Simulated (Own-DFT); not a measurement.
# What a defect does to the pressure of its cell: monoclinic HfO2

The numbers are computed, not measured, by runs of the plane-wave DFT program Own-DFT (in-house, retired, unreviewed) at fixed positions, with no spin and no spin-orbit coupling.

Method: PBE; PseudoDojo norm-conserving scalar-relativistic files; cutoff 72 hartree; 2 x 2 x 2 k mesh centred on Gamma; Fermi-Dirac smearing of 0.1 eV.

Keep in mind (not all hold for every row): not probed for a lower state with spin; hafnium file: forces about 75 meV/angstrom off all-electron values; oxygen file: force components 24 meV/angstrom off all-electron in a glass; forces on such cells passed a denser k mesh, each cell not checked; stress not checked against mesh or cutoff.

All runs share one cell, with vectors in Å (10.234, 0.000, 0.000); (0.000, 10.350, 0.000); (-1.696, 0.000, 10.445) and a volume of 1106.4 Å³. u is the rms random offset of the atoms per axis. The defect's site can differ from row to row.

```
                                      cell     formula   u (Å)  P (GPa)
                                 no defect     Hf32O64  0.0204     4.17
                                 no defect     Hf32O64  0.0484     5.26
                                 no defect     Hf32O64  0.0511     5.63
two Al on a Hf site each and one O vacancy  Al2Hf30O63  0.0289     1.61
two Al on a Hf site each and one O vacancy  Al2Hf30O63  0.0302     1.59
two Al on a Hf site each and one O vacancy  Al2Hf30O63  0.0482     3.54
                       one Si on a Hf site   Hf31O64Si  0.0293     3.08
                       one Si on a Hf site   Hf31O64Si  0.0298     2.69
                       one Si on a Hf site   Hf31O64Si  0.0476     4.53
                           two O vacancies     Hf32O62  0.0280        ?
                           two O vacancies     Hf32O62  0.0291     4.06
                           two O vacancies     Hf32O62  0.0489     4.85
                           two O vacancies     Hf32O62  0.0500     5.60
```

## Fit

P = P0 + c u² + a shift for each defect gives P0 = 3.42 GPa, c = 891 ± 138 GPa/Å² and a scatter of 0.37 GPa. The shifts, and each times the cell's volume:

- two O vacancies: -0.29 ± 0.30 GPa, -2.0 eV (-1.0 eV for each of its 2 sites) (not resolved)
- one Si on a Hf site: -1.18 ± 0.31 GPa, -8.1 eV
- two Al on a Hf site each and one O vacancy: -2.39 ± 0.31 GPa, -16.5 eV

Positive is outwards. The product with the volume (160.2 GPa Å³ to the eV) is nearly free of the cell's size; divided by the bulk modulus at the cell's pressure it gives the volume that the defect adds. The atoms around the defects weren't relaxed, which would change these numbers.

## The run left out

Q: what pressure belongs in the blank (two O vacancies, u = 0.0280 Å)?

Estimate: 3.84 ± 0.46 GPa. The run itself gave 3.46 GPa.
